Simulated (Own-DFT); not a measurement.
Simulation results for Hf32O63 (monoclinic hafnia with one vacancy, atoms displaced)

Computed with Own-DFT development build. A calculation, not a measurement: plane-wave density functional theory by an unreviewed code, no spin, of a simulated periodic cell, stress positive in tension, run twice, with PBE and with PBEsol, both on files made for PBE, so the change isn't that of files made for PBEsol, defect cell not probed for a lower state with spin; hafnium file: forces about 75 meV/angstrom off all-electron values; oxygen file: force components 24 meV/angstrom off all-electron in one glass; forces on such cells passed a denser k mesh, this cell's mesh not checked; the far tail of each file's local potential was reset to the Coulomb form; each entry is a single point on an unrelaxed cell, so the pressure reflects the starting lattice, mostly measured values (interpolated for alloys), from which strain is counted, and rises with the displacements; printed positions are rounded, which can move forces by about a meV/angstrom; the program, named Own-DFT, is a retired in-house code; no spin-orbit coupling; stress was not checked against mesh or cutoff.

Hf32O63 (monoclinic hafnia with one vacancy, atoms displaced)

```
CELL_PARAMETERS angstrom
10.23400 0.00000 0.00000
0.00000 10.35000 0.00000
-1.69550 0.00000 10.44530
ATOMIC_POSITIONS crystal
Hf 0.13382 0.01500 0.10601
Hf 0.36912 0.27348 0.14557
Hf 0.35985 0.48586 0.38533
Hf 0.14560 0.22555 0.35124
O 0.03772 0.17137 0.17597
O 0.46078 0.42356 0.07553
O 0.47538 0.34341 0.32823
O 0.03528 0.08915 0.42320
O 0.22458 0.36730 0.23531
O 0.28327 0.13110 0.01359
O 0.27775 0.14082 0.24844
O 0.22891 0.37494 0.48709
Hf 0.16093 0.02123 0.60353
Hf 0.36789 0.26634 0.64708
Hf 0.37495 0.48354 0.91415
Hf 0.14043 0.23529 0.85748
O 0.04311 0.17036 0.66194
O 0.45936 0.41042 0.58097
O 0.45729 0.34067 0.81595
O 0.04307 0.08757 0.91363
O 0.23632 0.37646 0.74830
O 0.26257 0.12725 0.50428
O 0.27027 0.13270 0.76321
O 0.22073 0.37272 0.99174
Hf 0.13647 0.52323 0.10428
Hf 0.34217 0.76707 0.13423
Hf 0.37275 0.97898 0.41061
Hf 0.14735 0.73084 0.35449
O 0.02737 0.67823 0.17336
O 0.46293 0.90747 0.07191
O 0.46794 0.85299 0.33138
O 0.22771 0.88171 0.23075
O 0.26657 0.62976 0.01299
O 0.27339 0.61524 0.27208
O 0.22045 0.87414 0.49731
Hf 0.12762 0.51137 0.60907
Hf 0.36381 0.78549 0.64113
Hf 0.36828 0.99133 0.87823
Hf 0.13190 0.73972 0.86116
O 0.05329 0.67480 0.66684
O 0.46706 0.92304 0.57517
O 0.46050 0.84769 0.83509
O 0.03261 0.57991 0.91688
O 0.21183 0.88610 0.74394
O 0.27194 0.62913 0.51979
O 0.27281 0.63058 0.76476
O 0.24932 0.87473 0.00603
Hf 0.64177 0.01596 0.10104
Hf 0.87178 0.27015 0.15880
Hf 0.86537 0.47790 0.39736
Hf 0.64497 0.22894 0.34165
O 0.52375 0.16614 0.17991
O 0.98681 0.41155 0.06488
O 0.95750 0.32996 0.33002
O 0.53297 0.07961 0.43107
O 0.71846 0.36868 0.26108
O 0.76654 0.12102 0.00099
O 0.77707 0.10104 0.25631
O 0.72864 0.36764 0.48026
Hf 0.63476 0.01776 0.61024
Hf 0.88081 0.26191 0.66007
Hf 0.86107 0.47179 0.89241
Hf 0.65081 0.23853 0.86739
O 0.54139 0.17119 0.69234
O 0.96264 0.41087 0.58339
O 0.95015 0.33603 0.83029
O 0.53235 0.07527 0.93046
O 0.72865 0.37010 0.73680
O 0.76617 0.13572 0.51319
O 0.77451 0.13096 0.75801
O 0.72368 0.37577 0.99246
Hf 0.63913 0.51296 0.12130
Hf 0.86365 0.75721 0.14788
Hf 0.85978 0.98224 0.40067
Hf 0.63681 0.72491 0.35039
O 0.53492 0.66966 0.16876
O 0.96061 0.90400 0.06463
O 0.96773 0.84068 0.33434
O 0.53739 0.58672 0.42913
O 0.71752 0.88422 0.24540
O 0.76524 0.63732 0.01161
O 0.78454 0.62619 0.26075
O 0.71372 0.86434 0.49293
Hf 0.64574 0.52346 0.59279
Hf 0.86539 0.77640 0.65013
Hf 0.86961 0.98455 0.89718
Hf 0.63698 0.71724 0.85034
O 0.54628 0.66670 0.66621
O 0.95854 0.92430 0.55562
O 0.97485 0.82573 0.81205
O 0.54626 0.57230 0.92900
O 0.73998 0.88771 0.75167
O 0.76261 0.62562 0.50264
O 0.77559 0.62240 0.76481
O 0.72408 0.86520 0.97890
```

* functional: PBE, then PBEsol
* potential files: PseudoDojo norm-conserving, scalar-relativistic, standard set
* wave cutoff: 72 hartree
* occupations: Fermi-Dirac
* smearing width: 0.1 eV
* k mesh: 2 x 2 x 2 centred on Gamma
* PBE pressure: 9.59 GPa
* PBE stress xx: -10.39 GPa
* PBE stress yy: -8.95 GPa
* PBE stress zz: -9.42 GPa
* PBE stress yz: 1.32 GPa
* PBE stress xz: -1.95 GPa
* PBE stress xy: 0.26 GPa
* PBEsol pressure: 3.17 GPa
* PBEsol stress xx: -3.96 GPa
* PBEsol stress yy: -2.59 GPa
* PBEsol stress zz: -2.97 GPa
* PBEsol stress yz: 1.31 GPa
* PBEsol stress xz: -1.59 GPa
* PBEsol stress xy: 0.22 GPa
* rms change of force components from PBE to PBEsol: 0.072 eV/Å

Force:
```
force element  PBE force x (eV/Å)  PBE force y (eV/Å)  PBE force z (eV/Å)  PBEsol force x (eV/Å)  PBEsol force y (eV/Å)  PBEsol force z (eV/Å)
           Hf               1.959                1.53              -0.645                  1.948                  1.526                 -0.655
           Hf              -2.748              -0.877              -0.085                 -2.725                 -0.848                 -0.039
           Hf               0.685               -3.96               4.543                  0.674                 -3.939                  4.458
           Hf              -0.045               1.036               1.261                 -0.014                  0.954                  1.194
            O              -0.848              -1.148              -1.268                 -0.822                 -1.086                 -1.165
            O               1.696              -0.524               2.848                  1.657                 -0.482                  2.728
            O              -0.401               0.214              -0.548                 -0.407                  0.201                 -0.593
            O              -0.016               0.166              -0.718                  0.012                  0.151                 -0.659
            O              -0.163               2.797              -0.005                 -0.092                  2.713                 -0.004
            O              -1.008              -0.115              -0.892                 -1.041                 -0.104                 -0.867
            O              -0.691              -3.048               1.981                 -0.756                 -2.918                  1.916
            O              -0.934              -0.573              -0.631                  -0.85                 -0.559                 -0.619
           Hf              -6.283               0.589               0.136                 -6.118                  0.625                  0.102
           Hf               0.059               2.515              -0.222                  0.076                   2.54                 -0.145
           Hf              -2.555                0.19              -6.426                 -2.469                  0.119                 -6.247
           Hf               1.899                1.14               0.359                  1.916                  1.057                  0.343
            O               0.728              -0.548               1.143                  0.694                  -0.51                  1.173
            O               1.829               1.522              -1.203                  1.752                  1.468                 -1.207
            O                1.98              -0.185               3.154                  1.895                 -0.194                  3.029
            O               -1.26              -1.555               1.035                 -1.233                  -1.52                  1.054
            O              -2.136                0.68              -0.968                 -2.037                  0.637                 -0.956
            O               3.094                0.83               0.323                  2.941                  0.784                  0.323
            O                0.89              -1.076              -1.007                  0.814                 -1.053                 -0.993
            O               0.395               0.477               0.117                  0.429                  0.467                  0.117
           Hf                0.22              -1.218                -0.1                  0.219                 -1.212                 -0.176
           Hf                5.55               1.729               3.095                  5.404                  1.767                  2.997
           Hf              -0.671               1.815              -4.855                 -0.568                  1.726                 -4.679
           Hf              -2.635               0.749               1.882                 -2.454                  0.839                   1.74
            O                4.23              -2.721               0.257                  4.129                 -2.615                  0.309
            O               1.522               0.336               0.837                   1.46                  0.342                  0.764
            O                0.51              -2.866              -0.695                  0.482                 -2.787                 -0.662
            O              -1.561              -0.308               1.765                  -1.49                 -0.343                  1.675
            O               0.143              -0.554               0.187                  0.081                 -0.527                  0.212
            O              -0.656               2.248              -2.914                 -0.717                  2.213                 -2.828
            O               1.186              -0.805              -0.877                   1.22                 -0.774                 -0.824
           Hf               3.558               1.157               0.731                  3.535                  1.132                  0.847
           Hf              -1.681              -5.112               2.735                 -1.679                  -4.94                  2.686
           Hf              -2.746               0.307               4.891                 -2.671                  0.257                  4.842
           Hf               4.612              -3.237              -0.998                  4.533                 -3.228                 -1.047
            O              -2.572               0.244              -0.613                 -2.495                  0.218                 -0.521
            O              -0.931              -1.236               2.383                 -0.922                 -1.195                  2.257
            O               2.428              -3.786               -3.23                  2.339                 -3.666                 -3.206
            O               0.036               0.803               0.219                  0.047                  0.775                   0.28
            O               1.388               0.129               -0.49                  1.421                  0.127                 -0.515
            O              -0.001               0.945              -1.367                 -0.065                   0.94                 -1.365
            O               0.952              -0.007               1.124                  0.839                  0.013                  1.086
            O              -4.364               1.098              -4.324                 -4.211                  1.055                 -4.181
           Hf               -2.56              -2.548               0.202                 -2.486                 -2.461                  0.163
           Hf               0.195              -0.498              -1.449                  0.226                 -0.458                 -1.342
           Hf               -0.93               0.271               1.579                 -1.153                  0.066                  1.521
           Hf               -2.74              -2.638               4.553                 -2.654                 -2.552                  4.407
            O               2.973              -1.658               -0.78                    2.9                 -1.569                 -0.707
            O              -3.676              -1.742               1.292                 -3.566                 -1.649                  1.212
            O               0.997               0.159              -0.359                  0.935                  0.151                 -0.415
            O               0.579               1.598               0.017                  0.545                  1.475                  0.082
            O               2.325                3.22              -4.801                  2.304                  3.137                 -4.633
            O               1.914               1.127               1.311                  1.793                  1.069                  1.239
            O               0.101               4.114              -1.566                  0.029                  4.027                 -1.525
            O               0.115               1.231               1.395                  0.194                  1.243                  1.311
           Hf               2.958               2.942              -0.071                  2.897                  2.932                 -0.122
           Hf              -3.873               -0.76              -3.688                 -3.793                  -0.71                 -3.555
           Hf               -1.25               3.519               0.772                 -1.208                   3.38                   0.77
           Hf              -2.572              -1.478              -3.793                 -2.453                 -1.495                 -3.763
            O              -0.349              -1.922              -1.209                 -0.336                 -1.843                 -1.141
            O               0.198               1.634              -0.981                  0.218                  1.619                  -1.01
            O               4.073              -2.731               0.461                  3.961                 -2.676                  0.393
            O               2.184                3.04              -0.652                  2.131                  2.917                 -0.588
            O              -1.023               1.688               0.591                 -0.937                  1.626                  0.635
            O               0.462              -1.138              -0.302                  0.392                 -1.127                 -0.301
            O               0.719              -1.382               1.446                  0.646                 -1.321                  1.418
            O               0.636               0.295               2.163                  0.665                   0.29                  2.064
           Hf               0.246               2.305              -1.945                  0.238                  2.316                 -1.966
           Hf              -3.379               4.044              -0.553                 -3.312                  3.947                 -0.548
           Hf              -0.554              -0.547                -1.1                 -0.531                 -0.592                 -1.065
           Hf              -0.616               2.895              -0.051                 -0.581                  2.787                 -0.053
            O              -0.066              -1.204               0.521                 -0.031                 -1.189                   0.57
            O               1.723               1.348               0.495                  1.678                  1.356                   0.44
            O               1.131              -1.472              -1.127                   1.11                 -1.454                  -1.12
            O              -1.653               0.032              -1.714                 -1.584                  0.006                  -1.62
            O               0.497               -1.87              -0.415                  0.528                 -1.819                 -0.394
            O               0.861              -2.181               0.684                  0.772                 -2.105                  0.675
            O              -0.705               -2.16               0.799                 -0.749                 -2.092                  0.783
            O               0.325               0.325                0.79                  0.369                  0.323                  0.769
           Hf              -2.104                -3.5               2.204                 -2.053                 -3.335                  2.106
           Hf               0.497              -0.387              -2.822                  0.481                   -0.3                 -2.703
           Hf              -1.815              -0.832              -1.023                 -1.821                 -0.855                 -0.971
           Hf              -0.496               1.945               1.377                 -0.433                  1.841                  1.359
            O              -1.817               1.697               0.441                 -1.736                  1.654                  0.479
            O                1.05              -1.796               5.294                  1.002                 -1.752                  5.115
            O              -3.155               3.507               1.314                 -3.087                   3.38                  1.212
            O               0.058               0.689              -0.168                  0.058                  0.661                 -0.104
            O              -0.385               -0.43              -1.481                 -0.289                 -0.414                 -1.443
            O               3.153               0.912               0.167                  2.982                  0.861                  0.138
            O               1.139              -0.415               -0.71                  1.036                 -0.392                  -0.68
            O              -0.029               0.965               0.965                  0.025                  0.948                  0.928
```
